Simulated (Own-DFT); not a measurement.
# One host, several defects: zincblende InP

The numbers are computed, not measured, by runs of the plane-wave DFT program Own-DFT (in-house, retired, unreviewed) at fixed positions, with no spin and no spin-orbit coupling.

Common settings: PBE; PseudoDojo norm-conserving scalar-relativistic files; cutoff 36 hartree; 3 x 3 x 3 k mesh centred on Gamma; Fermi-Dirac smearing of 0.1 eV.

Caveats (not all hold for every row): not probed for a lower state with spin; forces on such cells moved up to 12 meV/angstrom on a denser k mesh; stress not checked against mesh or cutoff.

All runs share one cell, with vectors in Å (11.737, 0.000, 0.000); (0.000, 11.737, 0.000); (0.000, 0.000, 11.737) and a volume of 1617.0 Å³. The atoms are randomly displaced, by u rms on each axis. The defect's site can differ from row to row.

```
                                      cell  formula   u (Å)  P (GPa)
                                 no defect  In32P32  0.0201     3.21
                                 no defect  In32P32  0.0473     3.52
                                 no defect  In32P32  0.0485     3.56
one In on a P site and one P on an In site  In32P32  0.0297        ?
one In on a P site and one P on an In site  In32P32  0.0301     3.70
one In on a P site and one P on an In site  In32P32  0.0489     4.01
one In on a P site and one P on an In site  In32P32  0.0512     3.92
                        one In on a P site  In33P31  0.0280     4.15
                        one In on a P site  In33P31  0.0301     4.16
                        one In on a P site  In33P31  0.0304     4.18
                           two P vacancies  In32P30  0.0299     2.95
                           two P vacancies  In32P30  0.0302     2.92
                           two P vacancies  In32P30  0.0319     2.98
                       one P on an In site  In31P33  0.0316     3.14
                       one P on an In site  In31P33  0.0482     3.36
                       one P on an In site  In31P33  0.0517     3.44
```

## Fit

P = P0 + c u² + a shift for each defect gives P0 = 3.15 GPa, c = 170 ± 14 GPa/Å² and a scatter of 0.03 GPa. The shifts, and each times the cell's volume:

- one In on a P site: 0.87 ± 0.03 GPa, 8.8 eV
- one In on a P site and one P on an In site: 0.39 ± 0.03 GPa, 4.0 eV
- one P on an In site: -0.18 ± 0.03 GPa, -1.8 eV
- two P vacancies: -0.36 ± 0.03 GPa, -3.6 eV (-1.8 eV for each of its 2 sites)

Positive is outwards. The product with the volume (160.2 GPa Å³ to the eV) is nearly free of the cell's size; divided by the bulk modulus at the cell's pressure it gives the volume that the defect adds. The atoms around the defects weren't relaxed, which would change these numbers.

## Prediction

The question: what pressure belongs in the blank (one In on a P site and one P on an In site, u = 0.0297 Å)?

Estimate: 3.69 ± 0.04 GPa. The hidden result is 3.70 GPa.
